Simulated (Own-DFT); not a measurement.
Si$_{2}$SnGe$_{5}$ (diamond-structure random alloy, strained, atoms displaced) (calculated)

A calculation, not a measurement: plane-wave density functional theory by an unreviewed code, no spin, of a simulated periodic cell, stress positive in tension, run twice, with PBE and with PBEsol, both on files made for PBE, so the change isn't that of files made for PBEsol, forces on such cells moved up to 12 meV/angstrom on a denser k mesh; the far tail of each file's local potential was reset to the Coulomb form; each entry is a single point on an unrelaxed cell, so the pressure reflects the starting lattice, mostly measured values (interpolated for alloys), from which strain is counted, and rises with the displacements; printed positions are rounded, which can move forces by about a meV/angstrom; the program, named Own-DFT, is a retired in-house code; no spin-orbit coupling; stress was not checked against mesh or cutoff. Program: Own-DFT development build.

```xyz
64
Lattice="11.4958 0.0000 0.0000 0.0000 11.4958 0.0000 0.0000 0.0000 11.4103" Properties=species:S:1:pos:R:3:PBE_force_x:R:1:PBE_force_y:R:1:PBE_force_z:R:1:PBEsol_force_x:R:1:PBEsol_force_y:R:1:PBEsol_force_z:R:1 formula=Si2SnGe5 functional=PBE,then_PBEsol potential_files=PseudoDojo_norm-conserving,scalar-relativistic,standard_set wave_cutoff=49 occupations=Fermi-Dirac smearing_width=0.1 k_mesh=3_x_3_x_3_centred_on_Gamma PBE_pressure=3.72 PBE_stress_xx=-3.53 PBE_stress_yy=-3.68 PBE_stress_zz=-3.95 PBE_stress_yz=-0.15 PBE_stress_xz=0.3 PBE_stress_xy=-0.61 PBEsol_pressure=1.16 PBEsol_stress_xx=-0.97 PBEsol_stress_yy=-1.12 PBEsol_stress_zz=-1.39 PBEsol_stress_yz=-0.15 PBEsol_stress_xz=0.29 PBEsol_stress_xy=-0.58 rms_change_of_force_components_from_PBE_to_PBEsol=0.052
Si     0.0640    11.3729     0.0484     -0.396      1.132     -0.894     -0.363      1.078     -0.843
Ge    11.4355     2.7837     2.9045      0.952       1.54      -1.25      0.917      1.477     -1.209
Ge     2.8687     0.0595     2.8120     -1.192     -1.672      -0.23     -1.152     -1.626     -0.237
Si     2.7795     2.7781    11.3452      1.823     -0.073      0.874      1.763     -0.103      0.833
Ge     1.4618     1.3975     1.4013     -0.832      0.167     -0.145     -0.797      0.144     -0.071
Ge     1.5042     4.3766     4.2229     -1.325     -1.234      1.503     -1.266      -1.18      1.392
Sn     4.3531     1.3934     4.2494     -2.846     -1.826      2.976     -2.732     -1.814      2.856
Si     4.1890     4.3381     1.3821       0.37     -0.476     -1.267       0.38     -0.436     -1.212
Ge    11.4106     0.0223     5.7248      0.159      -0.63     -1.689      0.152     -0.607     -1.628
Ge    11.4461     2.8981     8.5145      -1.12      0.689      0.289     -1.031      0.661      0.282
Ge     2.8793     0.0293     8.5560      1.498     -1.162      1.266      1.418     -1.102      1.251
Si     2.9368     2.9359     5.6742     -0.331      1.044       0.67     -0.354      0.989      0.618
Sn     1.4157     1.3863     7.1662      0.419      1.498     -1.378      0.368      1.424     -1.301
Sn     1.3951     4.3710    10.0656      0.504     -0.986     -1.085      0.501     -0.968     -1.146
Ge     4.4522     1.4915     9.9361     -2.566     -0.233      0.458     -2.455     -0.241      0.419
Si     4.3401     4.4140     7.0859     -0.152     -1.226      0.237     -0.116     -1.157      0.261
Si     0.0238     5.7720    11.3957     -1.692      1.624      1.608     -1.661      1.591      1.575
Si     0.0377     8.5826     2.7553     -0.741      0.529      0.854     -0.722      0.523      0.841
Ge     2.8118     5.6379     2.7834      1.118       1.39      0.136      1.022      1.376       0.17
Ge     2.9711     8.6241    11.3781      -1.15     -0.454      0.316     -1.106     -0.426        0.3
Ge     1.4569     7.1717     1.5130     -0.183      0.132     -1.472     -0.115      0.104     -1.427
Ge     1.4250    10.0172     4.2485     -0.261      0.235     -0.137     -0.252      0.282     -0.142
Ge     4.2417     7.2551     4.3179      0.009     -0.984     -0.584      0.061     -0.982     -0.596
Ge     4.2083    10.0984     1.3882      0.214     -0.874      1.349      0.202      -0.84      1.305
Si     0.0310     5.7965     5.7574     -1.031     -1.451     -1.065     -0.979     -1.381     -1.069
Ge     0.0015     8.5502     8.5943      0.709      0.446      0.167      0.674       0.42      0.158
Ge     2.8807     5.7371     8.5223      0.356      0.643     -0.994      0.317      0.661     -0.922
Si     2.8391     8.5989     5.6777     -0.246       0.57      0.905     -0.272      0.527      0.852
Ge     1.3181     7.1485     7.0667      1.565      0.772      0.622      1.521      0.767      0.673
Ge     1.4758    10.0486     9.9992     -0.107     -0.258      0.033     -0.066     -0.282      0.008
Ge     4.2760     7.2094     9.9205      0.829     -0.179     -0.038      0.807     -0.166     -0.031
Si     4.2449    10.0370     7.1960      0.297     -0.027     -0.754      0.326      0.004     -0.703
Sn     5.7726     0.0266     0.0653      0.583     -0.726     -0.718      0.482     -0.714     -0.713
Sn     5.6682     2.8380     2.9054      3.079      3.554     -3.402      2.962      3.415     -3.272
Ge     8.6499     0.0012     2.7867      -0.94       0.39      0.242     -0.875      0.352      0.256
Ge     8.6748     2.8290    11.3711     -0.046     -0.433     -0.513     -0.038     -0.344     -0.491
Si     7.2238     1.4873     1.3779      1.431      0.381      0.752      1.404      0.377      0.739
Si     7.1795     4.2911     4.3510       0.47      0.887     -0.369      0.423      0.832     -0.317
Ge    10.0406     1.4512     4.2162     -0.677     -0.574      1.016     -0.643      -0.56      0.977
Ge    10.0027     4.3157     1.3123       0.49      0.475      1.212      0.457      0.397       1.16
Ge     5.7653     0.0496     5.7553     -0.241     -2.247      0.627     -0.194     -2.144      0.578
Ge     5.7605     2.8760     8.6645        0.7      1.496     -2.209      0.693      1.415     -2.102
Ge     8.5670     0.0287     8.4721     -0.968      1.413      2.875     -0.938      1.364      2.717
Ge     8.5925     2.8921     5.7212       0.63      0.457     -0.097        0.6      0.374     -0.086
Ge     7.1792     1.4064     7.0500     -0.095       1.07      1.142     -0.083      1.017      1.097
Ge     7.2481     4.3519     9.9984      0.153     -0.358     -0.087       0.14     -0.343     -0.082
Si    10.1716     1.4539     9.9212     -0.724     -0.946      0.659     -0.729     -0.888      0.613
Si    10.0289     4.3650     7.1639      0.105      0.098       -0.5      0.073      0.063     -0.456
Ge     5.8080     5.7871    11.3629     -1.251     -0.337      0.307      -1.18     -0.299       0.27
Ge     5.7182     8.6373     2.9126     -0.612       0.18     -0.854     -0.587      0.178     -0.819
Si     8.5505     5.7277     2.8822      0.397     -0.159      0.029       0.42      -0.12     -0.005
Ge     8.5873     8.5994     0.1001      0.275      0.142     -1.546      0.282      0.122     -1.466
Ge     7.1455     7.2110     1.4278     -0.013     -0.504      1.059     -0.031     -0.453      0.984
Ge     7.1279    10.0542     4.2686      -0.16      1.252     -0.628     -0.159      1.207     -0.604
Ge    10.0960     7.1819     4.2993      0.756     -0.978     -1.442      0.703     -0.914     -1.367
Ge    10.0182    10.0932     1.3693      0.959     -0.635      0.438      0.861     -0.627      0.436
Ge     5.7378     5.7511     5.6574     -1.024     -0.993     -0.841     -0.989     -0.897     -0.802
Ge     5.7823     8.6761     8.5585     -1.422      0.892      0.851     -1.384      0.797      0.819
Ge     8.5697     5.8555     8.5189      1.451     -1.946      0.972      1.382     -1.859      0.976
Sn     8.6271     8.6492     5.7027     -0.552     -0.845     -2.777     -0.543     -0.826     -2.695
Sn     7.1117     7.1817     7.1078     -1.087     -0.327      0.281     -1.051     -0.314      0.282
Si     7.1969    10.0033     9.9768      0.649      0.203     -0.177      0.636       0.19     -0.179
Ge    10.0607     7.1674     9.9237     -0.072     -0.146      1.433     -0.093     -0.115      1.348
Sn     9.9446    10.0644     7.2029      3.102      0.597      0.987      3.008      0.595      0.947
```

Units: wave_cutoff in hartree; smearing_width in eV; PBE_pressure, PBE_stress_xx, PBE_stress_yy, PBE_stress_zz, PBE_stress_yz, PBE_stress_xz, PBE_stress_xy, PBEsol_pressure, PBEsol_stress_xx, PBEsol_stress_yy, PBEsol_stress_zz, PBEsol_stress_yz, PBEsol_stress_xz, PBEsol_stress_xy in GPa; rms_change_of_force_components_from_PBE_to_PBEsol, PBE_force_x, PBE_force_y, PBE_force_z, PBEsol_force_x, PBEsol_force_y, PBEsol_force_z in eV/Å.
